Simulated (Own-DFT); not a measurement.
# One cell, two functionals

All numbers below are calculated, not measured. They come from Own-DFT, an in-house plane-wave density functional program, since retired, whose code no person has reviewed. Each row is one single-point run on a periodic cell that was not relaxed, without spin or spin-orbit coupling.

Known limits: forces on such cells failed a check on a denser k mesh; stress not checked against mesh or cutoff.

Each cell was run twice at the same cutoff, k mesh and smearing, with PBE and with PBEsol, on PseudoDojo norm-conserving files made for PBE. Atoms were moved at random from their sites; u is the rms move along one axis. Files made for PBEsol would give a somewhat different change.

```
cell,atoms,volume (Å³/atom),u (Å),cutoff (hartree),P with PBE (GPa),P with PBEsol (GPa),change (GPa)
C11b WSi2 with one W vacancy (Si20W9),29,13.90,0.052,50,5.03,1.21,-3.82
C11b WSi2 with one W vacancy (Si20W9),29,13.90,0.048,50,5.20,1.38,-3.82
C11b WSi2 with one W vacancy (Si20W9),29,13.90,0.052,50,4.82,?,?
C40 NbSi2 with two Nb vacancies (Nb10Si24),34,15.50,0.080,42,2.75,-0.51,-3.26
C40 NbSi2 with two Nb vacancies (Nb10Si24),34,15.50,0.076,42,1.39,-1.86,-3.26
C40 NbSi2 with two Nb vacancies (Nb10Si24),34,15.50,0.089,42,2.97,-0.29,-3.26
D0_22 TiAl3 (Al30Ti10),40,15.44,0.052,42,4.40,2.47,-1.93
D0_22 TiAl3 (Al30Ti10),40,15.98,0.050,42,0.34,-1.51,-1.85
D0_22 TiAl3 (Al30Ti10),40,15.63,0.019,42,1.97,0.07,-1.90
L1_0 TiAl (Al16Ti16),32,16.06,0.137,42,6.51,3.66,-2.85
L1_0 TiAl (Al16Ti16),32,16.06,0.018,42,1.17,-1.68,-2.84
L1_0 TiAl (Al16Ti16),32,16.06,0.162,42,7.42,4.57,-2.86
```

## Worked reading

Mean change of pressure by composition, in GPa: Si20W9, -3.82; Nb5Si12, -3.26; AlTi, -2.85; Al3Ti, -1.90. At a fixed cell PBEsol gives the lower pressure, because it favours a smaller volume than PBE. Here the change varies more between materials than between cells of one material.

## Withheld value

Question: what PBEsol pressure should the Si20W9 cell with the blank give?

Adding the mean change of the cells with its composition, -3.82 GPa, to 4.82 gives 1.0 GPa. The calculation gave 1.02 GPa.
